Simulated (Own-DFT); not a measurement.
Simulation results for Al$_{3}$GaN$_{4}$ (wurtzite random alloy, strained, atoms displaced)

A calculation, not a measurement: plane-wave PBE density functional theory by an unreviewed code, no spin, of a simulated periodic cell, stress positive in tension, free energy of the whole cell less one offset for each atom, forces on such cells passed a denser k mesh, this cell's mesh not checked; offsets are fitted by least squares, one for each functional and potential file, so energies compare only between cells with the same atoms and settings and are not formation energies; the far tail of each file's local potential was reset to the Coulomb form; each entry is a single point on an unrelaxed cell, so the pressure reflects the starting lattice, mostly measured values, from which strain is counted, and rises with the displacements; printed positions are rounded, which can move forces by about a meV/angstrom; the program is a retired in-house code; no spin-orbit coupling. Program: Own-DFT development build.

Settings shared by all entries: functional PBE; potential files PseudoDojo norm-conserving, scalar-relativistic, standard set with the stringent files for Ga; wave cutoff 96 hartree; occupations Gaussian; smearing width 0.01 eV; k mesh 4 x 4 x 3 centred on Gamma.

(1) Al$_{3}$GaN$_{4}$ (wurtzite random alloy, strained, atoms displaced)

```
Al3GaN4
1.0
      9.5816     0.0000     0.0000
     -4.7908     8.2979     0.0000
      0.0000     0.0000    10.0655
Al N Al N Ga Al N Al N Al Ga N Al N Ga Al N Al Ga N Al N Al N Al N Al N Al Ga N Ga Al N Al Ga N Al N Ga Al N Ga Al N
2 2 2 2 1 1 2 2 2 1 1 2 2 2 1 1 2 1 1 2 2 2 2 2 2 2 2 2 1 1 2 1 1 2 1 1 2 2 2 1 1 2 1 1 2
Direct
  0.10344 0.22366 0.99966
  0.22224 0.11414 0.24309
  0.11442 0.22539 0.19878
  0.22398 0.10635 0.44057
  0.10567 0.21225 0.49490
  0.22815 0.11351 0.74453
  0.10320 0.22210 0.68870
  0.22126 0.11084 0.94448
  0.11687 0.55136 0.99733
  0.21917 0.45011 0.26586
  0.11625 0.56343 0.18625
  0.22440 0.44773 0.44879
  0.10210 0.54875 0.49950
  0.21723 0.44797 0.74968
  0.10668 0.55133 0.68222
  0.21345 0.43786 0.92901
  0.11525 0.90112 0.99861
  0.22879 0.78622 0.25623
  0.12138 0.89690 0.19495
  0.22595 0.77957 0.43516
  0.11978 0.89110 0.49647
  0.21675 0.77446 0.74808
  0.11434 0.89508 0.69457
  0.21418 0.77659 0.94611
  0.43361 0.22069 0.00927
  0.55367 0.09843 0.24590
  0.44399 0.21538 0.18831
  0.55903 0.11186 0.44127
  0.43824 0.21569 0.50945
  0.54602 0.11267 0.75232
  0.44159 0.21524 0.68914
  0.54667 0.11826 0.93847
  0.45431 0.56555 0.99949
  0.54871 0.44952 0.25932
  0.44475 0.55102 0.18480
  0.56482 0.44390 0.44252
  0.43915 0.55686 0.49611
  0.55259 0.44234 0.75402
  0.44230 0.55666 0.70150
  0.54311 0.44387 0.93824
  0.44348 0.89144 0.00094
  0.54781 0.76752 0.24776
  0.45179 0.89194 0.19317
  0.56017 0.78220 0.45117
  0.44198 0.89513 0.49918
  0.56323 0.77800 0.74479
  0.44493 0.89771 0.69463
  0.55323 0.78140 0.93968
  0.78522 0.22196 0.00981
  0.89376 0.10865 0.25321
  0.77300 0.21532 0.19257
  0.88206 0.10912 0.43820
  0.77242 0.20946 0.50750
  0.88305 0.10244 0.75551
  0.78082 0.21918 0.68833
  0.87242 0.09857 0.93780
  0.78226 0.56347 0.00231
  0.89247 0.43762 0.25343
  0.77515 0.55882 0.19114
  0.88387 0.43836 0.44335
  0.78083 0.55585 0.50036
  0.89710 0.44785 0.74932
  0.78789 0.55865 0.68857
  0.89534 0.44095 0.93019
  0.78486 0.88954 0.99955
  0.88327 0.77186 0.25310
  0.78529 0.89605 0.20431
  0.88016 0.77832 0.43553
  0.77726 0.88258 0.49930
  0.89186 0.77718 0.74963
  0.76820 0.88219 0.69150
  0.88895 0.77412 0.95011
```

```
free energy of cell above offsets : -21.952 eV
pressure                          : -1.03 GPa
stress xx                         : 4.61 GPa
stress yy                         : 3.54 GPa
stress zz                         : -5.06 GPa
stress yz                         : -0.21 GPa
stress xz                         : 0.19 GPa
stress xy                         : 0.47 GPa
```

Force:
```csv
element,x (eV/Å),y (eV/Å),z (eV/Å)
Al,0.774,-0.128,-0.232
Al,1.027,-0.284,1
N,0.142,1.239,-1.142
N,-0.562,0.798,-0.065
Al,-0.338,0.356,0.975
Al,-1.678,0.239,1.056
N,1.025,-0.47,0.083
N,-2.204,0.384,-1.334
Ga,-1.196,0.787,-0.107
Al,0.363,-0.327,-2.571
N,0.863,-1.16,1.871
N,-0.529,-0.804,-0.476
Al,0.204,0.617,-0.333
Al,0.765,-0.745,-1.427
N,0.348,1.281,0.974
N,1.493,-0.191,1.998
Al,0.564,-2.05,1.022
Ga,-0.316,-0.343,-2.786
N,-1.832,-0.366,-0.76
N,-0.328,-0.76,3.358
Al,-1.362,-0.568,0.206
Al,0.72,0.467,0.703
N,-0.081,-0.868,-0.913
N,0.779,0.988,-1.159
Ga,1.11,1.031,-1.844
Al,-0.638,2.446,1.22
N,-0.295,0.82,3.232
N,-1.826,-0.73,-0.657
Al,1.122,0.764,-2.515
Ga,2.495,0.014,0.305
N,-1.729,2.208,0.298
N,1.917,-0.887,2.005
Al,-1.147,-0.965,-1.206
Al,2.175,-1.383,-1.408
N,-1.272,0.438,1.582
N,-2.058,-0.291,0.79
Al,1.692,0.464,1.949
Al,0.164,0.366,-0.783
N,0.174,-0.454,-1.687
N,1.716,0.849,0.52
Al,-0.41,0.243,-0.802
Al,0.948,1.67,0.737
N,0.487,-1.499,-0.837
N,-2.285,-1.58,-1.788
Al,1.217,-0.29,0.834
Al,-2.647,-0.364,0.923
N,0.022,-2.522,-1.051
N,0.049,-0.175,0.195
Al,-1.91,0.224,-2.141
Ga,-0.942,0.69,-0.163
N,0.284,0.183,-0.292
N,2.082,0.113,1.211
Ga,-0.358,0.936,-1.097
Al,-0.326,0.715,-1.73
N,-0.117,0.45,2.538
N,1.267,2.36,0.963
Al,0.128,-2.232,-0.146
Ga,-1.194,0.671,-0.581
N,-0.169,-0.612,0.06
N,0.482,0.976,0.317
Al,-0.056,0.071,-0.188
Al,-0.824,-1.329,-0.91
N,-0.922,-0.262,0.664
N,-1.4,-0.288,2.194
Ga,-1.351,-1.07,1.416
Al,0.758,1.065,-0.978
N,-0.616,-2.908,-1.654
N,3.215,-1.097,1.07
Ga,-0.572,1.291,0.311
Al,-0.43,0.01,0.21
N,2.49,0.901,0.804
N,0.859,0.877,-1.833
```

(2) Al$_{3}$GaN$_{4}$ (wurtzite random alloy, strained, atoms displaced)

```
Al3GaN4
1.0
      9.5816     0.0000     0.0000
     -4.7908     8.2979     0.0000
      0.0000     0.0000    10.0655
Al N Al Ga N Al N Ga N Al N Ga Al N Al N Al N Ga Al N Al Ga N Al Ga N Al N Al N Al Ga N Al Ga N Al N Al N Al N
2 2 1 1 2 2 2 2 2 2 2 1 1 2 2 2 2 2 1 1 2 1 1 2 1 1 2 2 2 2 2 1 1 2 1 1 2 2 2 2 2 2 2
Direct
  0.11085 0.22192 0.00072
  0.23618 0.12026 0.23929
  0.11698 0.21757 0.18802
  0.22938 0.11852 0.43467
  0.10610 0.22882 0.50768
  0.22452 0.11146 0.74619
  0.10997 0.21620 0.68727
  0.23240 0.11587 0.93545
  0.10564 0.55713 0.00402
  0.21168 0.44349 0.24822
  0.10399 0.54690 0.19153
  0.21892 0.44627 0.43835
  0.11925 0.56088 0.50013
  0.22722 0.44893 0.75490
  0.11583 0.56977 0.68792
  0.22607 0.45233 0.94130
  0.10475 0.88936 0.00008
  0.23015 0.78322 0.24576
  0.10699 0.89231 0.18540
  0.21525 0.77593 0.44224
  0.10742 0.89318 0.49661
  0.21624 0.77905 0.75760
  0.11071 0.88962 0.68810
  0.23910 0.78896 0.94847
  0.43614 0.21857 0.00085
  0.55419 0.11187 0.25844
  0.43659 0.22042 0.18821
  0.55446 0.11281 0.44248
  0.44822 0.22529 0.49650
  0.56288 0.10031 0.75051
  0.44261 0.21925 0.68207
  0.55857 0.11332 0.93542
  0.44034 0.54811 0.99762
  0.54169 0.44269 0.24993
  0.43890 0.55754 0.18759
  0.56262 0.45093 0.44354
  0.44237 0.55696 0.49729
  0.55677 0.44939 0.75281
  0.44538 0.55768 0.69343
  0.56349 0.45684 0.93492
  0.44369 0.89196 0.00687
  0.54437 0.77481 0.24948
  0.45470 0.90118 0.18566
  0.54992 0.77148 0.43089
  0.44744 0.89191 0.49233
  0.55935 0.77969 0.74974
  0.44169 0.89266 0.68861
  0.55755 0.78198 0.93597
  0.77790 0.22107 0.00349
  0.90006 0.11287 0.24504
  0.77166 0.21901 0.18606
  0.88817 0.10674 0.44666
  0.78691 0.22725 0.50000
  0.88076 0.10833 0.75412
  0.78469 0.22837 0.69229
  0.87890 0.10885 0.94608
  0.76764 0.55809 0.00457
  0.87665 0.43292 0.24621
  0.77366 0.55648 0.18232
  0.89722 0.43856 0.44087
  0.77145 0.55557 0.50043
  0.89531 0.45089 0.75329
  0.78095 0.55002 0.68889
  0.88232 0.44082 0.95246
  0.77831 0.88690 0.99584
  0.88910 0.78013 0.25583
  0.77567 0.88615 0.18994
  0.89502 0.77270 0.44082
  0.76940 0.88313 0.49885
  0.88494 0.77717 0.75171
  0.77696 0.88574 0.69556
  0.89958 0.77761 0.94872
```

```
free energy of cell above offsets : -23.047 eV
pressure                          : -1.54 GPa
stress xx                         : 4.23 GPa
stress yy                         : 5.03 GPa
stress zz                         : -4.63 GPa
stress yz                         : -0.4 GPa
stress xz                         : -0.86 GPa
stress xy                         : -1.1 GPa
```

Force:
```csv
element,x (eV/Å),y (eV/Å),z (eV/Å)
Al,-0.013,0.102,-0.905
Al,-2.672,-2.539,2.204
N,-1.002,1.151,-0.117
N,-0.636,0.603,-0.226
Al,1.309,-0.739,-1.866
Ga,0.542,-0.005,-0.596
N,-0.988,1.019,1.188
N,-2.135,-0.603,1.569
Al,0.351,0.234,-0.295
Al,1.121,-0.352,0.073
N,0.403,1.618,-0.364
N,1.63,-0.693,-0.103
Ga,-1.148,-0.083,-0.261
Ga,-0.865,-0.375,-1.21
N,-0.096,-1.163,2.043
N,-1.652,-1.717,1.044
Al,2.279,0.912,0.198
Al,-1.539,-0.568,0.285
N,1.061,0.048,1.006
N,1.859,1.582,-1.854
Ga,1.376,0.873,0.21
Al,1.04,1.056,-0.766
N,-0.623,-1.067,1.438
N,-2.757,-1.703,-0.568
Al,2.334,0.841,-1.147
Al,0.393,0.593,-1.465
N,2.64,1.549,-0.246
N,0.947,0.171,-0.202
Al,-0.713,-0.16,0.587
Al,-1.706,1.807,-0.465
N,1.286,0.455,0.799
N,-0.418,-0.032,1.318
Ga,0.092,1.932,-0.087
Al,1.446,0.758,-0.088
N,-0.32,-1.514,1.046
N,-1.436,-0.637,-1.129
Al,0.027,-0.725,0.535
Ga,0.678,-1.442,-1.969
N,-0.008,1.102,-1.568
N,-0.161,-1.973,2.088
Al,1.837,0.98,-2.209
Ga,1.587,0.654,-1.868
N,-1.551,-0.471,1.77
N,0.018,0.674,3.099
Al,-1.131,-0.494,1.351
Al,-1.426,-0.167,0.1
N,1.07,-1.236,-0.512
N,0.106,0.171,0.813
Al,-1.281,0.048,-0.873
Al,-1.331,-0.973,0.638
N,0.615,-1.531,1.235
N,-0.177,-0.002,-1.007
Al,-0.493,-0.637,0.301
Ga,1.103,0.574,-0.41
N,-0.748,0.056,-0.425
N,1.888,0.165,0.465
Al,1.931,-0.036,-1.075
Ga,-0.036,1.542,0.513
N,-1.099,-0.013,2.642
N,-2.089,0.342,0.142
Al,2.35,-0.131,0.082
Al,-0.127,-0.593,0.233
N,-0.344,1.402,0.262
N,0.434,0.972,-1.491
Al,-0.398,-0.285,0.912
Al,0.051,-0.434,-1.546
N,0.513,0.574,0.063
N,-2.88,-0.396,-0.013
Al,1.022,0.405,-0.139
Al,1.372,-0.363,-0.114
N,-0.263,-0.733,-1.139
N,-2.45,-0.382,-1.933
```

(3) Al$_{3}$GaN$_{4}$ (wurtzite random alloy, strained, atoms displaced)

```
Al3GaN4
1.0
      9.5816     0.0000     0.0000
     -4.7908     8.2979     0.0000
      0.0000     0.0000    10.0655
Ga N Al Ga N Al N Al N Ga N Al N Al N Al N Al N Al N Ga Al N Al N Al Ga N Al N Al N Al Ga N Ga Al N Al N
2 2 1 1 2 2 2 2 2 2 2 2 2 2 2 2 2 2 2 2 2 1 1 2 2 2 1 1 2 2 2 2 2 1 1 2 1 1 2 2 2
Direct
  0.11109 0.22829 0.99589
  0.22281 0.11655 0.24834
  0.11074 0.23026 0.19404
  0.21682 0.10683 0.44212
  0.10299 0.21233 0.50396
  0.22133 0.10688 0.75199
  0.10810 0.22609 0.69233
  0.21549 0.11334 0.93769
  0.11614 0.56027 0.00015
  0.23650 0.45214 0.24777
  0.10202 0.55145 0.18958
  0.22648 0.43242 0.44115
  0.11970 0.55864 0.50508
  0.22505 0.45048 0.75017
  0.10270 0.55549 0.68856
  0.22325 0.44334 0.93412
  0.11656 0.89377 0.00570
  0.22632 0.78387 0.24667
  0.10397 0.88930 0.18750
  0.22512 0.78390 0.44495
  0.10748 0.89068 0.50801
  0.22038 0.78093 0.74362
  0.11296 0.88097 0.68880
  0.21986 0.77932 0.93351
  0.44774 0.22006 0.99696
  0.54982 0.10686 0.25177
  0.44793 0.22278 0.18604
  0.55726 0.10139 0.43498
  0.44733 0.22691 0.50002
  0.55480 0.10828 0.74638
  0.45814 0.22619 0.68833
  0.55002 0.10432 0.95168
  0.44987 0.56105 0.01205
  0.55086 0.43545 0.25361
  0.44752 0.55606 0.18776
  0.55578 0.43163 0.43825
  0.43711 0.55603 0.49748
  0.55089 0.44393 0.75373
  0.43931 0.56544 0.69261
  0.55809 0.44569 0.94258
  0.45485 0.88862 0.99886
  0.54545 0.77932 0.25384
  0.44030 0.88660 0.19032
  0.55780 0.77764 0.43995
  0.44143 0.89183 0.50315
  0.56587 0.78282 0.75705
  0.44259 0.88736 0.68454
  0.56236 0.78187 0.93783
  0.77860 0.22778 0.99592
  0.88886 0.10962 0.24646
  0.77068 0.21886 0.19376
  0.89317 0.10664 0.44289
  0.77235 0.21504 0.49179
  0.88826 0.10638 0.74117
  0.77679 0.22081 0.69099
  0.88460 0.11115 0.94521
  0.76931 0.54387 0.00044
  0.88452 0.44079 0.24783
  0.78216 0.55057 0.19326
  0.88991 0.43904 0.43867
  0.77559 0.54983 0.49876
  0.88867 0.45010 0.75832
  0.77892 0.55952 0.68519
  0.88505 0.44004 0.94427
  0.78325 0.88771 0.99842
  0.89665 0.78633 0.24347
  0.77657 0.88956 0.19827
  0.88197 0.77500 0.44698
  0.78527 0.89148 0.50004
  0.88808 0.77899 0.74956
  0.78580 0.90151 0.69086
  0.88865 0.76819 0.93153
```

```
free energy of cell above offsets : -24.214 eV
pressure                          : -1.9 GPa
stress xx                         : 5.51 GPa
stress yy                         : 4.05 GPa
stress zz                         : -3.87 GPa
stress yz                         : 0.57 GPa
stress xz                         : 0.2 GPa
stress xy                         : -0.37 GPa
```

Force:
```csv
element,x (eV/Å),y (eV/Å),z (eV/Å)
Ga,-0.525,-0.54,0.613
Ga,-0.186,-0.091,0.283
N,0.927,0.556,-0.604
N,0.686,0.311,0.914
Al,0.783,1.049,-0.419
Ga,-0.065,0.492,-1.182
N,0.54,-0.006,-0.209
N,1.897,0.253,1.178
Al,-0.439,-0.341,-0.321
Al,-2.335,-1.157,0.662
N,1.7,0.327,-0.173
N,-1.208,1.121,-0.252
Al,-1.04,-0.84,-1.49
Al,-0.813,-0.365,-0.655
N,1.852,0.659,0.61
N,0.087,2.109,1.282
Ga,-0.382,-0.658,-2.351
Ga,-1.286,-1.374,0.959
N,0.929,0.626,1.368
N,-0.261,-0.648,0.078
Al,0.215,-0.679,-1.816
Al,1.303,-0.954,0.611
N,-1.701,0.882,0.55
N,0.926,-0.601,0.456
Al,-1.019,0.063,0.114
Al,0.625,0.433,-0.951
N,-0.196,-0.198,0.308
N,-1.312,0.783,0.845
Al,0.075,-1.873,-0.055
Al,0.714,-0.052,0.506
N,-1.184,0.073,0.446
N,0.384,1.935,-2.2
Al,-0.092,-0.552,-3.495
Al,1.012,1.024,-0.722
N,0.261,0.436,1.983
N,-1.028,1.74,0.274
Al,1.543,0.241,0.725
Al,0.377,0.751,-0.984
N,1.62,-0.602,-0.31
N,-0.924,-0.566,0.02
Ga,-1.664,-0.581,-0.107
Al,1.878,0.144,0.101
N,1,0.551,0.263
N,-0.624,-0.149,0.447
Al,0.961,-0.618,-0.955
Al,-1.028,0.01,-2.212
N,0.368,0.26,1.831
N,0.236,-1.635,0.904
Al,0.207,-1.647,1.105
Ga,-0.529,0.756,0.5
N,-0.258,0.303,-0.755
N,-1.094,0.169,0.367
Al,0.929,0.869,0.861
Al,-0.771,2.444,1.694
N,-0.105,-0.648,-0.342
N,-0.206,0.355,-1.337
Al,0.945,1.441,0.501
Al,0.695,-0.356,0.773
N,-1.789,0.902,-0.544
N,0.024,0.37,0.287
Al,0.614,0.208,-0.492
Ga,-0.266,-0.885,-1.832
N,-1.29,-0.041,0.96
N,0.293,0.896,0.982
Ga,0.332,0.323,0.55
Al,-1.521,-1.978,1.714
N,-0.163,-1.525,-0.815
N,1.331,0.01,-0.959
Al,-1.155,-0.629,-0.302
Al,0.38,-0.281,-1.084
N,0.139,-2.655,-0.196
N,-0.331,-0.151,1.497
```

(4) Al$_{3}$GaN$_{4}$ (wurtzite random alloy, strained, atoms displaced)

```
Al3GaN4
1.0
      9.5816     0.0000     0.0000
     -4.7908     8.2979     0.0000
      0.0000     0.0000    10.0655
Ga N Al N Al N Ga Al N Al N Al Ga N Ga Al N Al N Al N Al Ga N Al N Al Ga N Al N Al N Ga Al N Al N Al N Al Ga N
2 2 2 2 2 2 1 1 2 2 2 1 1 2 1 1 2 2 2 2 2 1 1 2 2 2 1 1 2 2 2 2 2 1 1 2 2 2 2 2 1 1 2
Direct
  0.11082 0.22034 0.99905
  0.22027 0.09431 0.25577
  0.11286 0.22536 0.18650
  0.22371 0.11337 0.43983
  0.11437 0.23154 0.50279
  0.20954 0.10587 0.74898
  0.09943 0.20940 0.69282
  0.21523 0.09887 0.93955
  0.10914 0.55853 0.99731
  0.22238 0.42863 0.24489
  0.11014 0.54362 0.19262
  0.22685 0.45269 0.43492
  0.11052 0.55395 0.49407
  0.22270 0.45560 0.75966
  0.10692 0.55782 0.69320
  0.21607 0.44485 0.93913
  0.10131 0.88466 0.00299
  0.22436 0.78204 0.25686
  0.11094 0.88465 0.19090
  0.22426 0.78006 0.44629
  0.10735 0.89327 0.50247
  0.22801 0.77256 0.75935
  0.12138 0.89183 0.69610
  0.22808 0.78374 0.93666
  0.44056 0.21345 0.00322
  0.54940 0.11221 0.24196
  0.44645 0.22014 0.19788
  0.55458 0.11038 0.44677
  0.45201 0.22905 0.50419
  0.55259 0.10392 0.75279
  0.44008 0.22739 0.68676
  0.56415 0.11273 0.93651
  0.45220 0.56102 0.00746
  0.54783 0.43780 0.25014
  0.43021 0.54367 0.18971
  0.55846 0.43909 0.43037
  0.45408 0.56220 0.50783
  0.55980 0.44422 0.75011
  0.44079 0.55025 0.69201
  0.54765 0.43858 0.94312
  0.45104 0.89923 0.00215
  0.54733 0.77071 0.25395
  0.44279 0.88708 0.18882
  0.55832 0.78492 0.43862
  0.44929 0.90011 0.49531
  0.55605 0.78223 0.75522
  0.44732 0.88859 0.68820
  0.55441 0.77350 0.93790
  0.77914 0.22174 0.99229
  0.88513 0.11767 0.25465
  0.77187 0.21275 0.20163
  0.89043 0.10441 0.43386
  0.77863 0.23614 0.49853
  0.88460 0.10140 0.75000
  0.77196 0.21774 0.69018
  0.88057 0.11037 0.93411
  0.78668 0.57302 0.00865
  0.89341 0.44752 0.24783
  0.76984 0.55313 0.18755
  0.89037 0.44833 0.43557
  0.77603 0.55249 0.49525
  0.89871 0.44511 0.75841
  0.78956 0.56226 0.69011
  0.89085 0.45405 0.93894
  0.77560 0.88877 0.00424
  0.89109 0.78644 0.24709
  0.77455 0.88956 0.18449
  0.88287 0.77920 0.44477
  0.77251 0.88463 0.50490
  0.89236 0.78543 0.75350
  0.76632 0.88208 0.69360
  0.88766 0.78223 0.94012
```

```
free energy of cell above offsets : -23.169 eV
pressure                          : -1.43 GPa
stress xx                         : 5.27 GPa
stress yy                         : 5.04 GPa
stress zz                         : -6.03 GPa
stress yz                         : 0.24 GPa
stress xz                         : 0.28 GPa
stress xy                         : -0.15 GPa
```

Force:
```csv
element,x (eV/Å),y (eV/Å),z (eV/Å)
Ga,-0.284,0.008,-0.644
Ga,-1.04,2.36,-0.642
N,-0.322,-2.264,1.029
N,-0.029,0.158,1.86
Al,-0.05,-0.917,-0.564
Al,1.614,0.73,0.056
N,-0.041,1.462,-0.301
N,-0.071,0.252,0.03
Al,0.726,-0.015,1.007
Al,-1.732,1.73,0.931
N,-0.544,1.468,-0.482
N,1.426,-1.251,0.681
Ga,0.133,0.663,0.772
Al,0.602,-1.282,-1.864
N,1.293,-1.142,-0.085
N,0.603,0.928,0.996
Al,1.41,0.392,-0.944
Al,0.511,-1.577,-0.56
N,-0.283,-1.55,-0.369
N,-0.538,1.177,-0.91
Al,0.627,-0.421,0.582
Ga,-0.68,1.009,-2.968
N,-1.066,0.074,-1.125
N,-0.394,-0.19,3.956
Ga,-0.424,0.794,-0.66
Al,1.864,-0.713,1.962
N,-0.619,0.028,-0.783
N,-0.174,1.423,-1.305
Al,-0.584,-1.062,-0.858
Al,-0.534,1.041,-1.7
N,0.501,-1.643,1.021
N,-0.504,-0.486,0.902
Al,-0.869,-1.143,-1.579
Al,0.203,0.661,-1.065
N,1.89,1.461,0.547
N,-0.619,1,2.066
Al,-0.831,-0.467,-1.443
Ga,0.187,0.321,0.371
N,-0.718,0.442,-0.081
N,0.182,0.897,0.722
Al,0.104,-1.575,-0.551
Al,0.434,0.354,-0.842
N,-0.319,0.243,0.53
N,-0.072,-0.89,0.606
Al,0.067,-1.503,1.011
Ga,-0.51,-1.339,-1.149
N,-0.443,0.646,-0.202
N,-0.225,0.707,2.81
Al,0.022,0.96,1.187
Al,1.482,-1.131,-1.03
N,-1.027,1.703,-2.051
N,-0.442,1.04,2.21
Al,0.755,-2.009,0.103
Al,-0.994,0.775,-0.856
N,0.633,0.738,0.287
N,0.551,-0.742,0.929
Ga,-0.671,-2.394,-2.265
Al,-0.449,-0.734,-0.435
N,0.695,0.575,2.904
N,-0.8,-0.205,0.047
Al,0.206,0.865,0.677
Al,-1.884,-0.324,-1.832
N,-0.093,-1.013,-0.518
N,0.621,-1.004,1.287
Al,-0.507,0.49,-1.398
Al,-0.785,-0.968,1.013
N,0.049,-0.206,1.522
N,0.814,-0.209,-0.869
Al,0.056,1.025,-0.768
Ga,0.576,-0.831,-1.43
N,1.457,1.369,-0.875
N,-0.122,1.229,1.385
```

(5) Al$_{3}$GaN$_{4}$ (wurtzite random alloy, strained, atoms displaced)

```
Al3GaN4
1.0
      9.5816     0.0000     0.0000
     -4.7908     8.2979     0.0000
      0.0000     0.0000    10.0655
Ga Al N Al N Ga Al N Al Ga N Al N Al N Ga Al N Al Ga N Al N Al N Ga Al N Al N Al N Al N Al N Al N Ga Al N Ga N
1 1 2 2 2 1 1 2 1 1 2 2 2 2 2 1 1 2 1 1 2 2 2 2 2 1 1 2 2 2 2 2 2 2 2 2 2 2 1 1 2 2 2
Direct
  0.11868 0.22854 0.99492
  0.21735 0.10669 0.24885
  0.11738 0.22019 0.18473
  0.22213 0.10815 0.43022
  0.10705 0.22462 0.50978
  0.21845 0.10591 0.75371
  0.10662 0.21768 0.69215
  0.21945 0.10977 0.93900
  0.11067 0.55777 0.00114
  0.22258 0.44585 0.25172
  0.11108 0.56753 0.19117
  0.22352 0.44197 0.44041
  0.12311 0.56218 0.49946
  0.22618 0.44257 0.74732
  0.11592 0.55706 0.69435
  0.20542 0.44258 0.93692
  0.10425 0.87978 0.99675
  0.21928 0.77013 0.25429
  0.11428 0.88818 0.19065
  0.23514 0.78380 0.44182
  0.10399 0.88185 0.49138
  0.22742 0.77859 0.75190
  0.11126 0.89694 0.69218
  0.21985 0.76797 0.94938
  0.44194 0.22173 0.99909
  0.55889 0.10315 0.25267
  0.44204 0.21789 0.18839
  0.55282 0.11120 0.43773
  0.44831 0.22514 0.50461
  0.56603 0.11467 0.75360
  0.44286 0.21581 0.68651
  0.54803 0.10476 0.94539
  0.44733 0.54695 0.00086
  0.55129 0.44112 0.25280
  0.44272 0.55644 0.19466
  0.55834 0.44188 0.44171
  0.43746 0.55037 0.50418
  0.54919 0.44392 0.75009
  0.44752 0.55547 0.68673
  0.56151 0.44673 0.93819
  0.43802 0.88602 0.99804
  0.55330 0.77271 0.25666
  0.44019 0.88250 0.19371
  0.55698 0.77405 0.44001
  0.44028 0.89484 0.50626
  0.55017 0.77833 0.75114
  0.43566 0.88091 0.68730
  0.55812 0.77059 0.94068
  0.77165 0.21996 0.00067
  0.88626 0.11449 0.25088
  0.77061 0.22213 0.18874
  0.89814 0.11387 0.42565
  0.78455 0.22809 0.50382
  0.88561 0.10732 0.74326
  0.77399 0.22143 0.68611
  0.88822 0.11546 0.94146
  0.77253 0.55261 0.99545
  0.89067 0.44298 0.25141
  0.76912 0.55603 0.19052
  0.88455 0.44943 0.44112
  0.77088 0.54492 0.50271
  0.88070 0.43630 0.74767
  0.77297 0.55072 0.69385
  0.88984 0.44285 0.93841
  0.77163 0.88697 0.99353
  0.88508 0.76913 0.24289
  0.78022 0.89214 0.18993
  0.88276 0.76390 0.44096
  0.77282 0.88600 0.50197
  0.88804 0.78295 0.74456
  0.77652 0.88756 0.69112
  0.89443 0.78150 0.92992
```

```
free energy of cell above offsets : -23.669 eV
pressure                          : -1.78 GPa
stress xx                         : 5.22 GPa
stress yy                         : 4.34 GPa
stress zz                         : -4.23 GPa
stress yz                         : -0.17 GPa
stress xz                         : -0.26 GPa
stress xy                         : -1 GPa
```

Force:
```csv
element,x (eV/Å),y (eV/Å),z (eV/Å)
Ga,-1.15,-1.097,0.593
Al,0.655,0.282,-0.806
N,-1.438,0.98,1.424
N,-0.364,0.283,2.561
Al,1.36,-0.925,-2.619
Al,0.388,0.604,-0.834
N,0.165,-0.462,0.027
N,0.569,-0.952,-0.445
Ga,-0.714,-1.298,0.168
Al,0.058,-0.681,-0.814
N,0.552,-2.786,1.366
N,-0.662,0.16,0.527
Al,-1.071,-0.242,0.463
Ga,-0.962,0.222,0.356
N,-1.202,0.042,-1.156
N,3.487,0.713,0.338
Al,0.465,0.975,0.7
Al,0.008,2.453,-0.461
N,-0.535,-0.942,-0.215
N,-1.693,-1.26,0.059
Al,0.314,1.012,0.567
Al,-1.723,-0.536,0.23
N,1.476,-1.144,-1.055
N,-1.319,2.319,-2.493
Ga,-0.134,-0.232,0.512
Al,-1.706,0.23,-0.618
N,0.247,0.284,1.232
N,1.048,0.199,1.337
Al,-0.632,-0.943,-1.923
Ga,-2.052,-1.07,-0.181
N,-0.846,0.896,1.509
N,1.232,0.977,-0.72
Al,-1.417,0.846,0.387
Al,0.111,-0.479,-0.282
N,0.191,-0.607,-0.551
N,-1.219,-0.121,0.357
Al,1.366,0.583,-1.536
Al,1.27,-0.429,-0.588
N,0.073,0.391,0.885
N,-1.242,-0.219,-0.393
Ga,1.13,-0.641,1.403
Al,0.236,0.864,-1.388
N,0.524,0.089,0.552
N,-1.676,-0.356,1.051
Al,1.554,0.195,-1.646
Al,0.696,-0.456,-0.276
N,1.169,0.607,1.309
N,-1.793,-1.037,-1.097
Al,0.736,0.292,-0.041
Al,0.993,-0.471,-2.921
N,1.131,0.373,0.459
N,-1.08,0.731,3.994
Al,-0.652,-0.625,-2.346
Al,0.033,0.399,1.689
N,1.96,0.185,0.208
N,-0.83,-0.188,-1.393
Al,1.319,0.792,0.33
Al,-1.212,0.344,-0.458
N,0.992,-0.895,-0.805
N,2.111,-0.769,0.175
Al,-0.344,1.288,0.068
Al,0.736,1.684,0.468
N,-0.066,-0.641,-0.431
N,-1.647,-0.701,0.013
Ga,1.489,1.007,1.149
Al,-0.305,1.437,0.856
N,-0.291,-0.573,0.696
N,0.267,0.528,-0.318
Ga,1.043,-0.005,-1.422
Ga,1.05,-1.154,-0.365
N,-1.936,0.87,0.347
N,-0.286,-1.198,2.232
```
